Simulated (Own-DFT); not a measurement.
# Shaking the atoms of 6H (3C twinned every three layers) SiC, 48 atoms (C24Si24)

All numbers below are calculated, not measured. The program, named Own-DFT, is a retired in-house plane-wave density functional code that no person has reviewed. Each row is one single-point run on a periodic cell that was not relaxed, without spin or spin-orbit coupling.

Settings of every run: PBE; PseudoDojo norm-conserving scalar-relativistic files; cutoff 42 hartree; 5 x 5 x 2 k mesh centred on Gamma; Fermi-Dirac smearing of 0.1 eV.

Known limits, some of them of some rows only: some atoms lie very close together; forces on such cells passed a denser k mesh, each cell not checked; stress not checked against mesh or cutoff.

Cell vectors in Å: (4.360, -4.360, 0.000); (0.000, 4.360, -4.360); (8.719, 8.719, 8.719). In each run every atom was moved at random and independently from its ideal site; u is the rms move along one axis. E is the free energy for each atom above the fitted value at u = 0, and F the rms of the force components.

| run | u (Å) | E (meV/atom) | F (eV/Å) | largest force (eV/Å) | P (GPa) |
|---|---|---|---|---|---|
| 1 | 0.0292 | 37.0 | 0.847 | 2.32 | 3.60 |
| 2 | 0.0298 | 38.1 | 0.853 | 2.81 | 3.72 |
| 3 | 0.0305 | 42.3 | 0.931 | 2.78 | 3.75 |
| 4 | 0.0564 | ? | ? | ? | ? |
| 5 | 0.0573 | 143.6 | 1.795 | 6.51 | 6.26 |
| 6 | 0.0613 | 145.4 | 1.778 | 5.63 | 6.11 |
| 7 | 0.0977 | 494.0 | 4.511 | 20.36 | 15.05 |
| 8 | 0.1027 | 441.7 | 4.154 | 23.38 | 14.17 |
| 9 | 0.1052 | 443.7 | 3.526 | 13.41 | 13.38 |

## Worked fit

For small independent moves the energy grows as E = (3/2) K u², with K the mean stiffness felt by one atom. The runs with u up to 0.11 Å give K = 29.0 ± 1.5 eV/Å², with residuals divided by u² + 0.0006 Å², since the noise grows with the moves. The scatter is 12.1 meV/atom at u = 0.05 Å. The forces follow F = G u with G = 34.1 eV/Å²; no force at u = 0 is resolved. G exceeds K because the moves of its neighbours add to the force on an atom, and stiffness differs between atoms. The pressure follows P = 2.65 + 1096 u² GPa: at fixed volume, shortened bonds push harder than stretched ones pull.

## Withheld run

Question: what energy and rms force should run 4 give?

The fit gives 138 ± 16 meV/atom and about 1.92 eV/Å. The calculation gave 127.0 meV/atom and 1.667 eV/Å.
